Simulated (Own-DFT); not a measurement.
Simulation results for GaP (zincblende, strained, atoms displaced)

Computed with Own-DFT development build. A calculation, not a measurement: plane-wave PBE density functional theory by an unreviewed code, no spin, of a simulated periodic cell, stress positive in tension, free energy of the whole cell less one offset for each atom, forces on such cells passed a denser k mesh, this cell's mesh not checked; offsets are fitted by least squares, one for each functional and potential file, so energies compare only between cells with the same atoms and settings and are not formation energies; the far tail of each file's local potential was reset to the Coulomb form; each entry is a single point on an unrelaxed cell, so the pressure reflects the starting lattice, mostly measured values (interpolated for alloys), from which strain is counted, and rises with the displacements; printed positions are rounded, which can move forces by about a meV/angstrom; the program, named Own-DFT, is a retired in-house code; no spin-orbit coupling; before rounding, a Quantum ESPRESSO 7.3.1 run of the same cell and cutoff gave forces within 1 meV/angstrom rms on each cell, which checks the program and not the settings.

Settings shared by all entries: functional PBE; potential files PseudoDojo norm-conserving, scalar-relativistic, standard set; wave cutoff 42 hartree; occupations Fermi-Dirac; smearing width 0.1 eV; k mesh 3 x 3 x 3 centred on Gamma.

```json
{"entry": 1, "formula": "GaP", "kind": "zincblende, strained, atoms displaced", "structure": {"cell_angstrom": [[10.862, 0.0, 0.0], [0.0, 10.862, 0.0], [0.0, 0.0, 10.9361]], "atoms_fractional": [["Ga", 0.00519, 0.0023, 0.0052], ["Ga", 6e-05, 0.25083, 0.24496], ["Ga", 0.25005, 0.00147, 0.24383], ["Ga", 0.25037, 0.24411, 0.00106], ["P", 0.13318, 0.13201, 0.12134], ["P", 0.12105, 0.37154, 0.3717], ["P", 0.37384, 0.13068, 0.36828], ["P", 0.36629, 0.37396, 0.12373], ["Ga", 0.00045, 0.00179, 0.50195], ["Ga", 0.00271, 0.25469, 0.74834], ["Ga", 0.24805, 0.99929, 0.74596], ["Ga", 0.25042, 0.2495, 0.49484], ["P", 0.11938, 0.12689, 0.62651], ["P", 0.12964, 0.37337, 0.87641], ["P", 0.3822, 0.1232, 0.87654], ["P", 0.37563, 0.37668, 0.62697], ["Ga", 0.00428, 0.5059, 0.99824], ["Ga", 0.00639, 0.75435, 0.24291], ["Ga", 0.24726, 0.49355, 0.26089], ["Ga", 0.24892, 0.75683, 0.00562], ["P", 0.1357, 0.62647, 0.13009], ["P", 0.12839, 0.88069, 0.37597], ["P", 0.37605, 0.62555, 0.36696], ["P", 0.37425, 0.87802, 0.12056], ["Ga", 0.00476, 0.49431, 0.49743], ["Ga", 0.99744, 0.75352, 0.75619], ["Ga", 0.24185, 0.5018, 0.74992], ["Ga", 0.2469, 0.74469, 0.49359], ["P", 0.12065, 0.6286, 0.62846], ["P", 0.12819, 0.87191, 0.88033], ["P", 0.37412, 0.62376, 0.87396], ["P", 0.3861, 0.88039, 0.61862], ["Ga", 0.49925, 0.99879, 0.99824], ["Ga", 0.50937, 0.25728, 0.25076], ["Ga", 0.74607, 0.00518, 0.25213], ["Ga", 0.74304, 0.24782, 0.00497], ["P", 0.6344, 0.11488, 0.12574], ["P", 0.62723, 0.3749, 0.36856], ["P", 0.87501, 0.13294, 0.37476], ["P", 0.87661, 0.37825, 0.1255], ["Ga", 0.50378, 0.99397, 0.50791], ["Ga", 0.49906, 0.25092, 0.75364], ["Ga", 0.74606, 0.00439, 0.75103], ["Ga", 0.75337, 0.24724, 0.49845], ["P", 0.6231, 0.1221, 0.61846], ["P", 0.62601, 0.3804, 0.87247], ["P", 0.8686, 0.12543, 0.87455], ["P", 0.87931, 0.38442, 0.6255], ["Ga", 0.49708, 0.49532, 0.99903], ["Ga", 0.50829, 0.75215, 0.25021], ["Ga", 0.75413, 0.49888, 0.2547], ["Ga", 0.74922, 0.75044, 0.00334], ["P", 0.62252, 0.63348, 0.12909], ["P", 0.6221, 0.87742, 0.3829], ["P", 0.87642, 0.62423, 0.38349], ["P", 0.8815, 0.87535, 0.12485], ["Ga", 0.50469, 0.49713, 0.5], ["Ga", 0.49864, 0.75266, 0.748], ["Ga", 0.74838, 0.50564, 0.75216], ["Ga", 0.74611, 0.74374, 0.50847], ["P", 0.62639, 0.62709, 0.63156], ["P", 0.6262, 0.87661, 0.87568], ["P", 0.87201, 0.63153, 0.87123], ["P", 0.87469, 0.87859, 0.62041]]}, "results": {"free_energy_of_cell_above_offsets [eV]": "-33.580", "pressure [GPa]": 3.52, "stress_xx [GPa]": -3.67, "stress_yy [GPa]": -3.7, "stress_zz [GPa]": -3.2, "stress_yz [GPa]": 0.41, "stress_xz [GPa]": 0.59, "stress_xy [GPa]": -0.45, "force_element": ["Ga", "Ga", "Ga", "Ga", "P", "P", "P", "P", "Ga", "Ga", "Ga", "Ga", "P", "P", "P", "P", "Ga", "Ga", "Ga", "Ga", "P", "P", "P", "P", "Ga", "Ga", "Ga", "Ga", "P", "P", "P", "P", "Ga", "Ga", "Ga", "Ga", "P", "P", "P", "P", "Ga", "Ga", "Ga", "Ga", "P", "P", "P", "P", "Ga", "Ga", "Ga", "Ga", "P", "P", "P", "P", "Ga", "Ga", "Ga", "Ga", "P", "P", "P", "P"], "force_x [eV/angstrom]": [-0.359, -0.111, 0.338, 0.93, -1.421, 0.144, 0.777, 1.026, -0.209, -0.762, 0.475, 0.069, 0.831, -0.466, -0.991, -0.392, -0.099, -0.223, 0.482, 0.67, -0.695, -0.293, 0.381, 0.646, -0.117, 0.067, 0.829, 0.573, 0.111, -0.369, -0.245, -2.461, 0.506, -1.145, 1.326, 0.784, -1.963, 0.531, 0.588, -0.174, -0.201, 0.335, 0.258, -0.324, 0.364, 0.012, 0.977, -0.781, -0.135, -1.133, 0.078, 0.166, 0.726, 0.888, 0.254, -0.875, -0.328, -0.091, 0.555, 0.611, -0.794, -0.098, 0.168, -0.227], "force_y [eV/angstrom]": [0.297, -0.098, 0.154, 0.771, -0.98, -0.267, -0.72, -0.002, 0.125, -0.078, -0.079, 0.009, 0.048, 0.005, 0.135, -0.093, 0.012, -0.477, 0.424, -1.084, -0.421, -0.141, -0.247, -0.089, 0.879, 0.55, 0.087, 0.425, -0.115, 0.772, 0.485, -1.544, -0.111, -1.101, -1.294, 0.562, 1.26, 0.339, -1.026, 0.016, 1.723, 0.021, -0.391, 0.925, 1.063, -0.728, 0.408, -0.907, 0.701, 0.834, 0.85, 0.369, -1.672, -0.506, 0.407, 0.403, 0.419, -0.055, -0.336, 0.701, -0.502, -0.311, -0.564, -0.243], "force_z [eV/angstrom]": [-0.701, -0.131, 0.493, -1.068, 0.815, 0.555, 0.424, 0.373, -0.526, 0.577, 0.223, 0.572, -0.287, 0.145, -0.346, -0.278, 0.117, 1.137, -0.919, -0.528, -0.238, -0.336, 0.875, 0.841, 0.248, -0.749, -0.07, 0.517, -0.504, -0.639, 0.12, 1.14, 0.247, -1.08, 0.979, -0.565, -0.436, 1.349, -0.391, -0.582, -1.842, -0.634, -0.427, 0.576, 0.938, 0.55, 0.279, 0.15, 0.344, 0.299, -0.376, -0.14, -0.671, -0.706, -0.884, 0.229, -0.066, 0.613, -0.18, -0.691, -0.42, -0.1, 0.944, 0.842]}}
{"entry": 2, "formula": "GaP", "kind": "zincblende, strained, atoms displaced", "structure": {"cell_angstrom": [[10.862, 0.0, 0.0], [0.0, 10.862, 0.0], [0.0, 0.0, 10.9361]], "atoms_fractional": [["Ga", 0.00023, 0.00736, 0.0035], ["Ga", 0.98774, 0.2435, 0.25537], ["Ga", 0.24836, 0.99898, 0.26058], ["Ga", 0.24792, 0.24779, 0.00442], ["P", 0.12059, 0.12219, 0.13187], ["P", 0.11567, 0.36946, 0.37093], ["P", 0.37576, 0.11793, 0.38652], ["P", 0.37787, 0.38117, 0.12961], ["Ga", 0.00348, 0.0083, 0.49933], ["Ga", 0.00493, 0.24716, 0.75918], ["Ga", 0.25152, 0.00215, 0.75201], ["Ga", 0.24577, 0.24426, 0.50336], ["P", 0.12429, 0.12686, 0.6296], ["P", 0.12355, 0.379, 0.86822], ["P", 0.38686, 0.12779, 0.8762], ["P", 0.37355, 0.37214, 0.62388], ["Ga", 0.00318, 0.49558, 0.99621], ["Ga", 0.99774, 0.75257, 0.2537], ["Ga", 0.24905, 0.49252, 0.25335], ["Ga", 0.25145, 0.75413, 0.00734], ["P", 0.12349, 0.61477, 0.12622], ["P", 0.12684, 0.87651, 0.37249], ["P", 0.37922, 0.62781, 0.37303], ["P", 0.38368, 0.87936, 0.12605], ["Ga", 0.99666, 0.49739, 0.5015], ["Ga", 0.00424, 0.74988, 0.75274], ["Ga", 0.24761, 0.5032, 0.76537], ["Ga", 0.25156, 0.75035, 0.49508], ["P", 0.13312, 0.63048, 0.62522], ["P", 0.12656, 0.87364, 0.88058], ["P", 0.37744, 0.62366, 0.87543], ["P", 0.37759, 0.87713, 0.62417], ["Ga", 0.49782, 0.00945, 0.99843], ["Ga", 0.49727, 0.24846, 0.24583], ["Ga", 0.74728, 0.99156, 0.25058], ["Ga", 0.74785, 0.24586, 0.00242], ["P", 0.62882, 0.12929, 0.12846], ["P", 0.62529, 0.37279, 0.37292], ["P", 0.87612, 0.12722, 0.38099], ["P", 0.86905, 0.38588, 0.12319], ["Ga", 0.49791, 0.99761, 0.49424], ["Ga", 0.50203, 0.25435, 0.75199], ["Ga", 0.74733, 0.99701, 0.75498], ["Ga", 0.74646, 0.25135, 0.50541], ["P", 0.62451, 0.13034, 0.6268], ["P", 0.62096, 0.37689, 0.87537], ["P", 0.87198, 0.12227, 0.87841], ["P", 0.87734, 0.37254, 0.62132], ["Ga", 0.49763, 0.50133, 0.99974], ["Ga", 0.50175, 0.75273, 0.2498], ["Ga", 0.75595, 0.50408, 0.24925], ["Ga", 0.74337, 0.7499, 0.9989], ["P", 0.62764, 0.62456, 0.11654], ["P", 0.62007, 0.87504, 0.37352], ["P", 0.87536, 0.62113, 0.37835], ["P", 0.87964, 0.87797, 0.12301], ["Ga", 0.50495, 0.5066, 0.49643], ["Ga", 0.49754, 0.74445, 0.74388], ["Ga", 0.75653, 0.49844, 0.74958], ["Ga", 0.75596, 0.74715, 0.4935], ["P", 0.62538, 0.62341, 0.62321], ["P", 0.6268, 0.87674, 0.87002], ["P", 0.86937, 0.61557, 0.86597], ["P", 0.88496, 0.87088, 0.62641]]}, "results": {"free_energy_of_cell_above_offsets [eV]": "-33.458", "pressure [GPa]": 3.56, "stress_xx [GPa]": -3.73, "stress_yy [GPa]": -3.73, "stress_zz [GPa]": -3.21, "stress_yz [GPa]": 0.42, "stress_xz [GPa]": 0.08, "stress_xy [GPa]": -0.52, "force_element": ["Ga", "Ga", "Ga", "Ga", "P", "P", "P", "P", "Ga", "Ga", "Ga", "Ga", "P", "P", "P", "P", "Ga", "Ga", "Ga", "Ga", "P", "P", "P", "P", "Ga", "Ga", "Ga", "Ga", "P", "P", "P", "P", "Ga", "Ga", "Ga", "Ga", "P", "P", "P", "P", "Ga", "Ga", "Ga", "Ga", "P", "P", "P", "P", "Ga", "Ga", "Ga", "Ga", "P", "P", "P", "P", "Ga", "Ga", "Ga", "Ga", "P", "P", "P", "P"], "force_x [eV/angstrom]": [0.217, 0.348, 0.814, 0.263, 0.558, 0.755, -0.642, -0.448, -0.019, -1.026, 0.259, 0.154, 0.101, 0.18, -1.936, -0.123, -0.719, 0.224, -0.149, 0.146, 0.209, -0.665, -0.574, -0.891, 1.042, -0.039, 0.785, 0.307, -0.592, -0.092, -0.242, -0.427, 1.268, 0.001, 0.505, 0.14, -0.402, 0.08, -1.439, 0.83, 0.972, -0.142, 0.713, 0.158, -0.101, 0.812, 0.276, 0.013, 0.32, 0.159, -1.174, 1.118, -0.482, 0.917, 0.423, -0.695, -0.464, 0.319, -1.364, -0.615, 0.746, -1.184, 1.413, -0.904], "force_y [eV/angstrom]": [-0.668, 1.071, 0.245, 0.312, 0.583, 0.028, 1.379, -0.839, -0.925, 0.008, -0.21, 0.836, -0.379, -1.11, 0.453, 0.832, 0.441, -0.562, 0.548, -0.582, 1.133, -0.404, -0.345, 0.256, 0.325, -0.473, 0.119, 0.29, -0.852, 0.538, 0.822, -0.218, -0.995, -0.062, 0.792, 1.125, -0.918, 0.361, -0.866, -1.711, -0.078, 0.188, 0.326, 0.092, -1.098, -0.055, 0.402, -0.319, -0.125, -0.63, -0.013, 0.307, -0.003, -0.391, 0.396, -0.666, -0.998, 0.468, -0.994, 0.633, 0.202, -0.553, 1.743, 0.788], "force_z [eV/angstrom]": [-0.405, -1.273, -1.121, -0.155, 0.095, 0.678, -1.591, -0.595, 0.392, -0.826, 0.235, -0.226, 0.256, 1.533, -0.387, 0.178, -0.002, -0.456, 0.379, 0.058, 0.149, 0.792, -0.246, 0.136, 0.246, 0.061, -2.18, 0.301, 0.086, -0.067, 0.584, -0.018, 0.564, 0.897, 0.046, -0.287, 0.068, -0.163, -0.001, -0.274, 1.499, -0.613, -1.362, -0.516, 0.04, 0.156, -0.158, 0.988, -0.051, -0.672, 0.191, -0.638, 1.382, 0.405, -0.577, 0.035, 0.184, 0.266, -1.015, 0.979, 0.069, 0.747, 1.639, -0.441]}}
{"entry": 3, "formula": "GaP", "kind": "zincblende, strained, atoms displaced", "structure": {"cell_angstrom": [[10.862, 0.0, 0.0], [0.0, 10.862, 0.0], [0.0, 0.0, 10.9361]], "atoms_fractional": [["Ga", 0.00154, 0.00855, 0.9979], ["Ga", 0.00122, 0.26455, 0.25215], ["Ga", 0.26099, 0.0074, 0.24867], ["Ga", 0.25008, 0.25034, 0.00762], ["P", 0.12291, 0.12384, 0.13004], ["P", 0.12705, 0.3723, 0.37583], ["P", 0.37508, 0.12222, 0.3665], ["P", 0.38094, 0.3795, 0.12141], ["Ga", 0.99851, 0.00759, 0.49419], ["Ga", 0.00267, 0.2481, 0.75062], ["Ga", 0.24563, 0.99439, 0.74332], ["Ga", 0.24637, 0.2579, 0.50125], ["P", 0.12287, 0.12706, 0.6236], ["P", 0.12041, 0.37376, 0.87414], ["P", 0.37165, 0.12662, 0.87025], ["P", 0.37229, 0.37675, 0.61887], ["Ga", 0.00433, 0.49335, 0.00186], ["Ga", 0.00326, 0.74796, 0.24848], ["Ga", 0.24891, 0.50173, 0.25875], ["Ga", 0.24784, 0.74718, 0.99876], ["P", 0.12271, 0.62831, 0.12217], ["P", 0.12289, 0.8726, 0.37159], ["P", 0.38119, 0.62196, 0.37291], ["P", 0.38047, 0.86849, 0.12896], ["Ga", 0.00595, 0.49833, 0.49975], ["Ga", 0.99173, 0.75342, 0.75471], ["Ga", 0.25713, 0.49953, 0.75047], ["Ga", 0.249, 0.74904, 0.50475], ["P", 0.12737, 0.62949, 0.63422], ["P", 0.12551, 0.88241, 0.87815], ["P", 0.37844, 0.62307, 0.86419], ["P", 0.38057, 0.87813, 0.61982], ["Ga", 0.50433, 0.997, 0.99298], ["Ga", 0.49855, 0.24305, 0.25646], ["Ga", 0.75042, 0.99588, 0.23657], ["Ga", 0.74465, 0.24963, 0.00258], ["P", 0.62041, 0.12769, 0.12583], ["P", 0.61498, 0.37717, 0.37074], ["P", 0.87813, 0.11828, 0.37867], ["P", 0.8739, 0.37525, 0.13177], ["Ga", 0.50637, 0.00842, 0.50378], ["Ga", 0.50531, 0.2475, 0.74831], ["Ga", 0.74615, 0.99827, 0.75336], ["Ga", 0.75455, 0.25725, 0.50366], ["P", 0.62061, 0.13072, 0.61879], ["P", 0.6336, 0.37513, 0.87737], ["P", 0.86949, 0.1221, 0.87594], ["P", 0.87815, 0.38286, 0.63281], ["Ga", 0.50271, 0.50365, 0.99281], ["Ga", 0.49848, 0.74622, 0.24917], ["Ga", 0.75932, 0.50183, 0.24645], ["Ga", 0.75797, 0.74927, 0.00645], ["P", 0.62118, 0.62038, 0.126], ["P", 0.62794, 0.86789, 0.37192], ["P", 0.87477, 0.6233, 0.37248], ["P", 0.87791, 0.88353, 0.1228], ["Ga", 0.50506, 0.5029, 0.4994], ["Ga", 0.49659, 0.75747, 0.75138], ["Ga", 0.75742, 0.49218, 0.75756], ["Ga", 0.76093, 0.75397, 0.50791], ["P", 0.62586, 0.63057, 0.62287], ["P", 0.62642, 0.87235, 0.87559], ["P", 0.88014, 0.6263, 0.88491], ["P", 0.87733, 0.88532, 0.62167]]}, "results": {"free_energy_of_cell_above_offsets [eV]": "-33.238", "pressure [GPa]": 3.56, "stress_xx [GPa]": -3.74, "stress_yy [GPa]": -3.69, "stress_zz [GPa]": -3.25, "stress_yz [GPa]": -0.59, "stress_xz [GPa]": -0.17, "stress_xy [GPa]": -0.35, "force_element": ["Ga", "Ga", "Ga", "Ga", "P", "P", "P", "P", "Ga", "Ga", "Ga", "Ga", "P", "P", "P", "P", "Ga", "Ga", "Ga", "Ga", "P", "P", "P", "P", "Ga", "Ga", "Ga", "Ga", "P", "P", "P", "P", "Ga", "Ga", "Ga", "Ga", "P", "P", "P", "P", "Ga", "Ga", "Ga", "Ga", "P", "P", "P", "P", "Ga", "Ga", "Ga", "Ga", "P", "P", "P", "P", "Ga", "Ga", "Ga", "Ga", "P", "P", "P", "P"], "force_x [eV/angstrom]": [-0.026, -0.254, -1.432, 0.002, 0.158, -0.07, 0.076, -0.484, 1.228, -0.681, 0.555, 0.529, 0.303, 1.165, 0.103, 0.959, -0.316, -0.664, 0.367, 0.627, 0.443, 0.791, -0.899, -0.563, -0.188, 0.598, -1.011, 0.259, -0.428, -0.188, -0.158, -0.54, -0.816, 0.035, -0.643, 0.674, 0.179, 1.784, -1.338, 0.14, -0.535, -0.766, -0.21, -0.218, 1.564, -1.121, 0.262, 0.581, -0.036, 0.585, -1.671, -0.857, 0.881, 0.169, 0.625, 0.811, -0.274, 0.56, -0.562, -0.756, 0.466, 0.421, -0.359, 0.166], "force_y [eV/angstrom]": [-0.241, -2.0, -1.774, 0.055, 0.718, 0.84, 0.758, -0.243, -1.056, -0.1, 0.56, -1.356, -0.148, -0.14, -0.301, 0.064, 0.4, 0.398, 0.1, 0.322, -0.94, 0.616, 0.459, 0.766, 0.724, 0.365, -0.505, 0.047, -0.341, -0.771, 0.598, 0.115, 0.413, 1.044, 0.599, -0.258, -0.479, -0.161, 1.856, -0.272, -1.181, 0.645, 0.282, -0.047, 0.074, -0.201, 0.793, -0.958, -0.244, -0.057, 0.028, 0.037, 0.498, 0.76, 0.347, -1.076, 0.044, -0.365, 1.882, -0.36, -0.45, -0.414, -0.499, -0.273], "force_z [eV/angstrom]": [0.18, 0.198, -0.714, -0.499, 0.05, 0.117, 2.442, 0.628, 0.548, 0.12, 0.122, -0.178, -0.227, 0.134, 0.267, 0.669, 0.3, -0.022, -1.183, -0.206, 0.373, 0.423, 0.79, -1.106, 0.322, -0.119, -0.281, -0.742, -0.369, -0.261, 1.252, 0.113, 0.544, -1.069, 1.522, 0.373, -0.265, 0.272, -1.518, -1.414, -1.584, 0.315, -0.754, -0.679, 0.988, -0.327, -0.127, -0.996, 0.103, 0.339, 0.577, 0.109, -0.252, 0.349, 0.676, -0.285, 0.234, -0.605, -0.119, -0.917, 0.939, 0.138, -0.567, 0.859]}}
```
